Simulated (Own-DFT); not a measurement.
GaP (zincblende, atoms displaced) (calculated)

A calculation, not a measurement: plane-wave PBE density functional theory by an unreviewed code, no spin, of a simulated periodic cell, stress positive in tension, free energy of the whole cell less one offset for each atom, forces on such cells passed a denser k mesh, this cell's mesh not checked; offsets are fitted by least squares, one for each functional and potential file, so energies compare only between cells with the same atoms and settings and are not formation energies; the far tail of each file's local potential was reset to the Coulomb form; each entry is a single point on an unrelaxed cell, so the pressure reflects the starting lattice, mostly measured values (interpolated for alloys), from which strain is counted, and rises with the displacements; printed positions are rounded, which can move forces by about a meV/angstrom; the program, named Own-DFT, is a retired in-house code; no spin-orbit coupling. Program: Own-DFT development build.

```xyz
96
Lattice="16.3515 0.0000 0.0000 0.0000 10.9010 0.0000 0.0000 0.0000 10.9010" Properties=species:S:1:pos:R:3 formula=GaP functional=PBE potential_files=PseudoDojo_norm-conserving,scalar-relativistic,standard_set wave_cutoff=42 occupations=Fermi-Dirac smearing_width=0.1 k_mesh=2_x_3_x_3_centred_on_Gamma
Ga     0.1005    10.8639     0.0753
Ga     0.0218     2.7829     2.7358
Ga     2.6810    10.8914     2.6581
Ga     2.7919     2.7209    10.8984
P      1.3774     1.3886     1.3571
P      1.3714     4.1156     4.0938
P      4.0828     1.3521     4.0828
P      4.0690     4.0592     1.4276
Ga    16.3265    10.8366     5.4770
Ga    16.3483     2.7659     8.1845
Ga     2.6753     0.0552     8.0926
Ga     2.6607     2.6678     5.4243
P      1.3349     1.4478     6.7927
P      1.3800     4.0606     9.6064
P      4.0884     1.3810     9.6007
P      4.1358     4.1177     6.8148
Ga    16.3243     5.3900    10.8983
Ga     0.0738     8.1928     2.7451
Ga     2.7428     5.4961     2.7078
Ga     2.6577     8.1624    10.8797
P      1.3150     6.8132     1.3227
P      1.4566     9.5279     4.0136
P      4.0925     6.7562     4.0747
P      4.0774     9.5263     1.4297
Ga     0.0223     5.4976     5.4352
Ga    16.3089     8.2328     8.2598
Ga     2.6048     5.4698     8.1804
Ga     2.7284     8.1887     5.5072
P      1.3415     6.8188     6.8343
P      1.3785     9.5444     9.5707
P      4.0686     6.8746     9.5372
P      4.0797     9.5133     6.9254
Ga     5.3683     0.0511    10.8433
Ga     5.4220     2.7020     2.7393
Ga     8.1100    10.8856     2.6779
Ga     8.1251     2.7661    10.8942
P      6.9228     1.3466     1.3988
P      6.8672     4.0922     4.1056
P      9.5667     1.3406     4.1866
P      9.5354     4.0812     1.4125
Ga     5.3422     0.0932     5.4629
Ga     5.5342     2.7248     8.1823
Ga     8.1197    10.8733     8.1551
Ga     8.1399     2.7241     5.4438
P      6.8286     1.3438     6.7724
P      6.8400     4.0174     9.4841
P      9.5580     1.3925     9.4540
P      9.5167     4.1441     6.7743
Ga     5.4043     5.3277     0.0332
Ga     5.4840     8.1446     2.7001
Ga     8.1295     5.5288     2.6063
Ga     8.1399     8.1286    10.8705
P      6.7059     6.8446     1.3760
P      6.7620     9.5794     4.1108
P      9.4899     6.8429     4.0604
P      9.5411     9.5273     1.2704
Ga     5.3580     5.4985     5.5202
Ga     5.4402     8.1912     8.1823
Ga     8.1557     5.3444     8.1233
Ga     8.0856     8.2586     5.4944
P      6.8031     6.7919     6.8815
P      6.8433     9.5165     9.4723
P      9.6069     6.7743     9.4827
P      9.5121     9.5154     6.8353
Ga    10.9527     0.0798     0.0119
Ga    10.8717     2.7300     2.6911
Ga    13.7003     0.0637     2.7080
Ga    13.6374     2.8153    10.8378
P     12.3158     1.2661     1.3357
P     12.2760     4.1191     4.1888
P     14.9579     1.3914     4.1330
P     14.9608     4.1746     1.2990
Ga    10.8626     0.0144     5.5213
Ga    10.8317     2.8160     8.2387
Ga    13.6654     0.0101     8.1629
Ga    13.6442     2.7615     5.4151
P     12.3173     1.2385     6.7775
P     12.2682     4.1070     9.5152
P     14.9418     1.2757     9.5623
P     14.9472     4.1129     6.8210
Ga    10.9141     5.4397    10.8609
Ga    10.9616     8.1657     2.6684
Ga    13.6192     5.4681     2.6844
Ga    13.5915     8.1325    10.8468
P     12.2495     6.7327     1.3965
P     12.2843     9.5734     4.1178
P     15.0351     6.7955     4.0988
P     15.0107     9.5153     1.3602
Ga    10.8906     5.4617     5.3850
Ga    10.8622     8.2011     8.2242
Ga    13.7218     5.3724     8.2055
Ga    13.6284     8.1565     5.3764
P     12.1847     6.8039     6.8648
P     12.2185     9.5298     9.4837
P     15.0305     6.7826     9.5607
P     14.9434     9.6118     6.8287
```

Units: wave_cutoff in hartree; smearing_width in eV.

Questions
1. Give the missing stress yy for GaP (zincblende, atoms displaced).
2. Give the table of force values for GaP (zincblende, atoms displaced).

Answers
1. -3.17 GPa
2. 
Force:
| element | x (eV/Å) | y (eV/Å) | z (eV/Å) |
| --- | --- | --- | --- |
| Ga | -0.977 | 0.176 | -0.424 |
| Ga | -0.575 | -0.228 | -0.129 |
| Ga | 0.722 | 0.482 | 0.333 |
| Ga | -0.47 | 0.147 | 0.476 |
| P | -0.028 | 0.455 | 0.117 |
| P | 0.122 | 0.14 | -0.128 |
| P | -0.978 | 0.183 | -0.498 |
| P | -0.078 | -0.104 | -0.247 |
| Ga | 0.541 | 0.491 | -0.582 |
| Ga | -0.572 | -0.339 | 0.434 |
| Ga | 0.132 | -0.064 | 0.935 |
| Ga | 1.063 | 0.949 | -0.079 |
| P | -0.453 | -0.897 | 0.1 |
| P | -0.145 | 0 | -0.439 |
| P | -0.267 | 0.286 | -1.739 |
| P | -1.29 | -0.881 | 0.643 |
| Ga | 0.631 | 0.708 | -0.173 |
| Ga | -0.699 | -0.261 | -0.197 |
| Ga | -0.589 | -0.142 | -0.053 |
| Ga | 0.816 | 0.113 | 0.504 |
| P | 0.304 | -0.366 | 0.253 |
| P | -0.744 | 0.153 | 1.327 |
| P | -0.079 | 1.097 | 0.247 |
| P | 0.048 | -0.092 | -1.085 |
| Ga | -0.168 | -0.491 | 0.425 |
| Ga | 0.055 | -0.056 | -0.741 |
| Ga | 1.258 | -0.23 | 0.228 |
| Ga | 0.301 | -0.258 | -0.405 |
| P | -0.505 | 0.654 | -0.038 |
| P | 0.037 | 0.513 | -0.631 |
| P | -0.076 | -1.073 | 0.213 |
| P | -0.167 | 0.727 | -1.226 |
| Ga | 1.358 | -1.13 | 1.125 |
| Ga | 1.063 | 0.083 | 0.301 |
| Ga | 1.522 | -0.678 | 1.051 |
| Ga | 1.119 | -0.62 | 0.151 |
| P | -1.945 | 0.654 | -1.015 |
| P | -0.995 | 0.587 | -0.41 |
| P | -0.563 | 0.17 | -1.241 |
| P | -0.224 | 0.435 | -1.12 |
| Ga | 0.559 | -1.097 | 0.415 |
| Ga | -0.959 | -0.541 | -0.566 |
| Ga | 0.739 | 0.35 | -0.167 |
| Ga | 0.611 | 0.062 | 0.026 |
| P | -0.412 | 0.081 | 0.343 |
| P | -0.309 | 1.001 | 0.94 |
| P | -0.713 | -0.367 | 1.061 |
| P | 0.356 | -0.857 | -0.318 |
| Ga | 0.122 | 0.864 | -0.713 |
| Ga | -0.793 | 0.756 | 1.18 |
| Ga | 0.303 | -0.418 | 1.158 |
| Ga | 0.415 | -0.087 | -0.177 |
| P | 0.731 | -0.774 | -1.414 |
| P | -0.369 | 0.013 | -0.127 |
| P | -0.007 | 0.331 | -0.059 |
| P | -0.009 | 0.092 | 0.523 |
| Ga | 1.331 | -0.287 | -0.626 |
| Ga | 0.396 | -0.49 | 0.34 |
| Ga | 0.318 | 1.039 | 0.49 |
| Ga | 0.428 | -0.777 | -0.256 |
| P | -0.238 | 0.31 | -0.523 |
| P | -0.77 | 0.286 | 0.961 |
| P | -1.406 | -0.316 | 0.531 |
| P | -0.007 | 0.195 | 0.036 |
| Ga | -0.821 | -0.803 | -0.903 |
| Ga | 0.733 | -0.656 | 0.862 |
| Ga | -0.228 | -0.906 | 0.408 |
| Ga | -0.137 | -1.121 | 0.358 |
| P | 0.07 | 1.998 | 0.328 |
| P | 0.008 | -0.31 | -1.698 |
| P | 1.056 | 0.042 | -0.581 |
| P | -0.005 | -1.205 | 0.941 |
| Ga | 0.286 | -0.744 | -0.268 |
| Ga | 0.745 | -0.492 | -1.378 |
| Ga | -0.817 | -0.182 | 0.398 |
| Ga | -0.473 | -0.554 | 0.899 |
| P | -0.404 | 1.962 | 0.542 |
| P | 0.01 | 0.018 | 0.073 |
| P | 1.124 | 0.943 | 0.315 |
| P | 1.128 | -0.469 | -0.606 |
| Ga | -0.217 | -0.196 | 0.512 |
| Ga | -0.595 | 0.493 | 0.621 |
| Ga | 0.184 | -0.279 | 1.029 |
| Ga | -0.103 | 0.177 | 0.431 |
| P | 0.09 | 0.721 | -0.897 |
| P | -0.218 | 0.056 | -0.711 |
| P | -0.231 | 0.328 | -0.623 |
| P | -0.09 | -0.131 | 0.086 |
| Ga | -0.442 | 0.756 | 0.568 |
| Ga | 0.138 | -0.148 | -0.764 |
| Ga | -1.145 | 1.275 | -0.101 |
| Ga | -0.347 | -0.091 | 0.949 |
| P | 1.019 | -0.054 | -0.351 |
| P | 0.677 | 0.402 | 0.628 |
| P | -0.332 | 0.064 | -0.178 |
| P | 0.512 | -1.558 | -0.209 |

Further results for GaP (zincblende, atoms displaced):

| Item | Value |
| --- | --- |
| free energy of cell above offsets | -50.481 eV |
| pressure | 3.15 GPa |
| stress xx | -3.14 GPa |
| stress zz | -3.13 GPa |
| stress yz | 0.41 GPa |
| stress xz | -0.35 GPa |
| stress xy | 0.51 GPa |
